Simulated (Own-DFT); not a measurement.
GaP (zincblende, strongly disordered by large displacements), InAs (zincblende, strongly disordered by large displacements) (calculated)

A calculation, not a measurement: plane-wave PBE density functional theory by an unreviewed code, no spin, of a simulated periodic cell, stress positive in tension, free energy of the whole cell less one offset for each atom, forces on such cells passed a denser k mesh, this cell's mesh not checked; broken bonds can close the gap or carry spin, so checks made on this kind of crystal may not hold here; offsets are fitted by least squares, one for each functional and potential file, so energies compare only between cells with the same atoms and settings and are not formation energies; the far tail of each file's local potential was reset to the Coulomb form; each entry is a single point on an unrelaxed cell, so the pressure reflects the starting lattice, mostly measured values (interpolated for alloys), from which strain is counted, and rises with the displacements; printed positions are rounded, which can move forces by about a meV/angstrom; the program, named Own-DFT, is a retired in-house code; no spin-orbit coupling. Program: Own-DFT development build.

Common to all runs: functional PBE; potential files PseudoDojo norm-conserving, scalar-relativistic, standard set; wave cutoff 42 hartree; occupations Fermi-Dirac; smearing width 0.1 eV; k mesh 3 x 3 x 3 centred on Gamma.

(1) GaP (zincblende, strongly disordered by large displacements)

```
GaP
1.0
     10.9010     0.0000     0.0000
      0.0000    10.9010     0.0000
      0.0000     0.0000    10.9010
Ga P Ga P Ga P Ga P Ga P Ga P Ga P Ga P
4 4 4 4 4 4 4 4 4 4 4 4 4 4 4 4
Direct
  0.01332 0.00528 0.00598
  0.01573 0.24708 0.26648
  0.25575 0.97844 0.23554
  0.25452 0.26138 0.00816
  0.12891 0.13825 0.11521
  0.12576 0.37198 0.35916
  0.36645 0.09435 0.38523
  0.35411 0.37144 0.12683
  0.02669 0.99531 0.50984
  0.98771 0.21760 0.72125
  0.22111 0.99302 0.75973
  0.25733 0.23788 0.49469
  0.14053 0.15531 0.63199
  0.12447 0.40472 0.90244
  0.35713 0.11440 0.88070
  0.34536 0.39380 0.63972
  0.97907 0.49586 0.97202
  0.98914 0.77248 0.28536
  0.25977 0.50100 0.23730
  0.24938 0.76298 0.99021
  0.10665 0.63316 0.13937
  0.12917 0.88856 0.38586
  0.38525 0.65661 0.37711
  0.39934 0.84633 0.11457
  0.01472 0.52387 0.49553
  0.01345 0.76088 0.76090
  0.22394 0.50710 0.77243
  0.26788 0.75462 0.50934
  0.10763 0.61732 0.59861
  0.12583 0.85148 0.86681
  0.39542 0.64872 0.86683
  0.34667 0.85676 0.63713
  0.53833 0.97621 0.98753
  0.52706 0.24423 0.23300
  0.77299 0.00093 0.25021
  0.71999 0.23233 0.01557
  0.59182 0.12119 0.13357
  0.64099 0.36454 0.37759
  0.88075 0.13571 0.37328
  0.88208 0.38704 0.11651
  0.48634 0.98430 0.46696
  0.49121 0.25728 0.77537
  0.75438 0.99817 0.76888
  0.73835 0.23368 0.53456
  0.65888 0.08644 0.61420
  0.65496 0.35550 0.84668
  0.85058 0.10387 0.85587
  0.86624 0.42777 0.61239
  0.51925 0.50334 0.00893
  0.50826 0.73463 0.29867
  0.75301 0.50841 0.24983
  0.74554 0.73291 0.00178
  0.62213 0.62588 0.11580
  0.60008 0.86507 0.37681
  0.84317 0.63810 0.39694
  0.87830 0.87333 0.14137
  0.48875 0.49573 0.50905
  0.48458 0.76667 0.76011
  0.79250 0.49485 0.75793
  0.76733 0.76506 0.46894
  0.61349 0.63316 0.63787
  0.62750 0.86535 0.85853
  0.89245 0.65528 0.86592
  0.85113 0.85339 0.62420
```

- hardware: one NVIDIA H100
- free energy of cell above offsets: 6.517 eV
- pressure: 12.03 GPa
- stress xx: -11.69 GPa
- stress yy: -12.75 GPa
- stress zz: -11.66 GPa
- stress yz: -5.36 GPa
- stress xz: 1.36 GPa
- stress xy: -3.15 GPa
- wall time: 610.3 s

Force:
```tsv
element	x (eV/Å)	y (eV/Å)	z (eV/Å)
Ga	-1.541	-0.938	-0.934
Ga	-2.127	-1.14	-3.075
Ga	0.409	0.378	-0.883
Ga	-1.536	-1.621	-2.932
P	0.074	-1.166	1.481
P	2.311	2.543	2.819
P	-2.545	4.307	-3.306
P	5.686	0.624	0.752
Ga	-3.1	2.065	1.907
Ga	-3.725	2.963	2.152
Ga	1.596	1.314	-1.358
Ga	0.869	2.427	-0.884
P	0.888	-3.77	-0.382
P	1.884	-4.454	-1.072
P	1.527	0.176	0.374
P	1.546	-1.778	-0.86
Ga	-2.018	2.903	2.755
Ga	0.483	-1.962	-0.573
Ga	-2.066	2.787	1.642
Ga	1.532	-2.613	2.365
P	0.465	0.284	-0.444
P	2.045	-1.967	-1.326
P	-9.433	-9.376	4.814
P	-0.487	1.388	0.83
Ga	-6.568	-7.067	-7.606
Ga	-3.079	-2.231	-7.23
Ga	1.833	2.185	-2.284
Ga	-4.249	-2.711	-2.973
P	7.946	7.61	8.61
P	1.473	5.135	3.747
P	-4.077	-5.301	4.082
P	2.775	5.119	2.888
Ga	-3.745	1.644	2.208
Ga	-5.166	7.517	6.614
Ga	-2.239	1.323	1.02
Ga	2.048	1.572	-0.98
P	5.044	-7.954	-5.262
P	-1.305	0.268	0.291
P	-0.243	-0.703	1.683
P	-1.353	-1.779	1.177
Ga	1.351	-0.626	5.909
Ga	-1.497	-0.585	-1.859
Ga	-5.387	-7.909	-6.735
Ga	2.58	4.253	-2.774
P	-4.61	-1.977	0.613
P	-0.485	0.979	2.467
P	8.412	7.842	7.704
P	2.911	-6.123	-5.718
Ga	-2.497	-2.286	-2.908
Ga	5.558	1.262	-10.73
Ga	0.185	-0.596	-0.502
Ga	1.402	1.903	-0.813
P	0.621	0.746	3.924
P	7.636	3.541	0.44
P	7.55	-10.34	-6.987
P	0.201	-0.603	-2.8
Ga	0.764	0.58	0.356
Ga	2.27	1.212	-4.34
Ga	-4.273	4.001	4.933
Ga	-7.937	8.677	6.156
P	0.848	-0.325	-0.439
P	2.432	-1.047	0.28
P	-2.807	-2.834	2.067
P	2.942	2.249	1.914
```

(2) InAs (zincblende, strongly disordered by large displacements)

```
InAs
1.0
     12.1166     0.0000     0.0000
      0.0000    12.1166     0.0000
      0.0000     0.0000    12.1166
In As In As In As In As In As In As In As In As
4 4 4 4 4 4 4 4 4 4 4 4 4 4 4 4
Direct
  0.03115 0.99669 0.00715
  0.98763 0.23606 0.27847
  0.24126 0.99366 0.25910
  0.26389 0.25052 0.01758
  0.14926 0.11521 0.13026
  0.13730 0.35719 0.40030
  0.36990 0.12541 0.37568
  0.39311 0.37075 0.13156
  0.98180 0.98864 0.51800
  0.98501 0.24007 0.74478
  0.24606 0.98428 0.75420
  0.24517 0.21439 0.50291
  0.11730 0.10757 0.60899
  0.14444 0.34788 0.88166
  0.40423 0.11904 0.87674
  0.35115 0.34841 0.63675
  0.01313 0.51172 0.99247
  0.98202 0.73125 0.23940
  0.23492 0.51394 0.24152
  0.24072 0.78392 0.00264
  0.13218 0.63862 0.12768
  0.09986 0.84360 0.35149
  0.36535 0.62339 0.33616
  0.40170 0.91873 0.13226
  0.00207 0.50475 0.52073
  0.00480 0.76813 0.73821
  0.25712 0.51065 0.73277
  0.24350 0.73687 0.50394
  0.11086 0.59878 0.61977
  0.14057 0.88229 0.85832
  0.37025 0.65658 0.89681
  0.39150 0.92842 0.63906
  0.47520 0.98457 0.98822
  0.47001 0.24471 0.27835
  0.74909 0.00347 0.25376
  0.76603 0.25479 0.00385
  0.65846 0.13695 0.11308
  0.62523 0.35481 0.37126
  0.87667 0.14917 0.37709
  0.90851 0.38799 0.13330
  0.47941 0.01561 0.51595
  0.49167 0.27316 0.76091
  0.75151 0.00371 0.72071
  0.75898 0.25661 0.52048
  0.63602 0.11616 0.65362
  0.61225 0.36844 0.83854
  0.87004 0.09885 0.86070
  0.85019 0.39986 0.62557
  0.48692 0.53955 0.03114
  0.52591 0.77454 0.22676
  0.74263 0.51015 0.23659
  0.72856 0.74270 0.98106
  0.62725 0.61629 0.10115
  0.64457 0.87227 0.42384
  0.87772 0.62768 0.36416
  0.88387 0.87255 0.11818
  0.50637 0.47163 0.49890
  0.51761 0.74783 0.75626
  0.75099 0.47887 0.74587
  0.75792 0.78005 0.51939
  0.62787 0.62794 0.63186
  0.61027 0.86769 0.84843
  0.87776 0.64352 0.85701
  0.88403 0.85296 0.62924
```

- hardware: one NVIDIA H200
- free energy of cell above offsets: 6.757 eV
- pressure: 10.54 GPa
- stress xx: -11.81 GPa
- stress yy: -9.19 GPa
- stress zz: -10.61 GPa
- stress yz: 2.33 GPa
- stress xz: -0.98 GPa
- stress xy: -2.75 GPa
- wall time: 1244 s

Force:
```tsv
element	x (eV/Å)	y (eV/Å)	z (eV/Å)
In	-1.686	0.007	-0.703
In	7.031	5.256	-5.664
In	0	-1.66	1.342
In	1.031	-0.744	-0.66
As	-1.605	1.662	0.062
As	-1.187	1.687	-1.523
As	-1.623	-3.994	1.174
As	-0.795	1.225	-0.031
In	0.511	0.418	-3.229
In	0.668	0.363	0.076
In	2.176	5.412	-2.296
In	0.167	1.625	0.473
As	-0.45	-0.204	2.758
As	-1.425	1.765	-1.461
As	-3.168	2.47	-1.795
As	0.379	0.817	-1.628
In	0.383	-0.084	-0.938
In	-0.017	0.468	-2.437
In	-0.186	-3.735	0.447
In	1.067	-0.741	1.974
As	-0.856	0.809	-2.249
As	2.074	2.546	2.827
As	2.855	1.78	2.761
As	-3.91	-3.833	6.193
In	-4.926	-4.725	-6.158
In	3.483	-3.318	2.913
In	0.362	-0.579	2.431
In	0.48	0.541	-1.109
As	4.738	6.191	4.706
As	-4.41	-2.749	2.783
As	-0.076	-1.184	-1.679
As	-2.679	-6.93	4.044
In	6.003	1.315	-4.693
In	3.837	2.688	-3.22
In	0.5	-0.208	0.379
In	1.605	1.757	-1.933
As	-3.416	-2.023	1.799
As	0.969	0.429	-0.254
As	-6.045	-6.331	5.626
As	-1.282	-0.461	-0.1
In	5.558	3.409	-5.199
In	-4.904	-5.573	-3.439
In	4.471	-5.805	3.481
In	-1.55	-1.484	-0.838
As	-5.75	5.997	-4.547
As	5.953	4.759	6.837
As	1.104	0.86	1.724
As	6.241	-3.506	-4.419
In	-6.505	-4.685	-3.928
In	-0.074	-0.811	1.584
In	1.044	-1.464	1.092
In	1.858	1.745	-0.808
As	5.558	3.493	4.098
As	-6.407	5.214	-6.527
As	-2.009	-1.662	2.982
As	-1.168	0.217	-0.552
In	-1.001	1.284	0.371
In	-4.696	-4.157	-3.42
In	-3.765	5.5	5.168
In	1.482	-7.963	0.593
As	0.197	-1.077	-1.352
As	4.286	5.501	4.458
As	-0.111	-1.543	0.692
As	-0.385	4.02	0.942
```
